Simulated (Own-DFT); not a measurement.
# What random displacements cost in monoclinic HfO2, 96 atoms (Hf32O64)

Calculated results; nothing here was measured. They come from Own-DFT, an in-house plane-wave density functional program, since retired, whose code no person has reviewed. Each row is one single-point run on a periodic cell that was not relaxed, without spin or spin-orbit coupling.

Settings of every run: PBE; PseudoDojo norm-conserving scalar-relativistic files; cutoff 72 hartree; 2 x 2 x 2 k mesh centred on Gamma; Fermi-Dirac smearing of 0.1 eV.

Known limits, some of them of some rows only: some atoms lie very close together; hafnium file: forces about 75 meV/angstrom off all-electron values; oxygen file: force components 24 meV/angstrom off all-electron in a glass; forces on such cells passed a denser k mesh, each cell not checked; stress not checked against mesh or cutoff.

Cell vectors in Å: (10.234, 0.000, 0.000); (0.000, 10.350, 0.000); (-1.696, 0.000, 10.445). In each run every atom was moved at random and independently from its ideal site; u is the rms move along one axis. E is the free energy for each atom above the fitted value at u = 0, and F the rms of the force components.

| run | u (Å) | E (meV/atom) | F (eV/Å) | largest force (eV/Å) | P (GPa) |
|---|---|---|---|---|---|
| 1 | 0.0197 | 10.0 | 0.447 | 1.62 | 3.86 |
| 2 | 0.0207 | ? | ? | ? | ? |
| 3 | 0.0501 | 63.3 | 1.100 | 5.23 | 5.46 |
| 4 | 0.0515 | 63.0 | 1.084 | 4.89 | 5.93 |
| 5 | 0.0774 | 159.4 | 1.824 | 6.79 | 8.67 |
| 6 | 0.0799 | 161.1 | 1.840 | 9.95 | 9.77 |
| 7 | 0.1178 | 406.5 | 3.727 | 26.13 | 16.92 |
| 8 | 0.1443 | 534.9 | 3.915 | 22.50 | 22.15 |

## Worked fit

For small independent moves the energy grows as E = (3/2) K u², with K the mean stiffness felt by one atom. The runs with u up to 0.11 Å give K = 16.9 ± 0.5 eV/Å², with residuals divided by u² + 0.0006 Å², since the noise grows with the moves. The scatter is 3.2 meV/atom at u = 0.05 Å. The forces follow F = G u with G = 22.5 eV/Å²; no force at u = 0 is resolved. G exceeds K because the moves of its neighbours add to the force on an atom, and stiffness differs between atoms. At u = 0.144 Å the parabola gives 527 meV/atom and the run 535. The pressure follows P = 3.35 + 946 u² GPa: at fixed volume, shortened bonds push harder than stretched ones pull.

## Withheld run

Question: what energy and rms force should run 2 give?

The fit gives 11 ± 1 meV/atom and about 0.47 eV/Å. The calculation gave 9.6 meV/atom and 0.449 eV/Å.
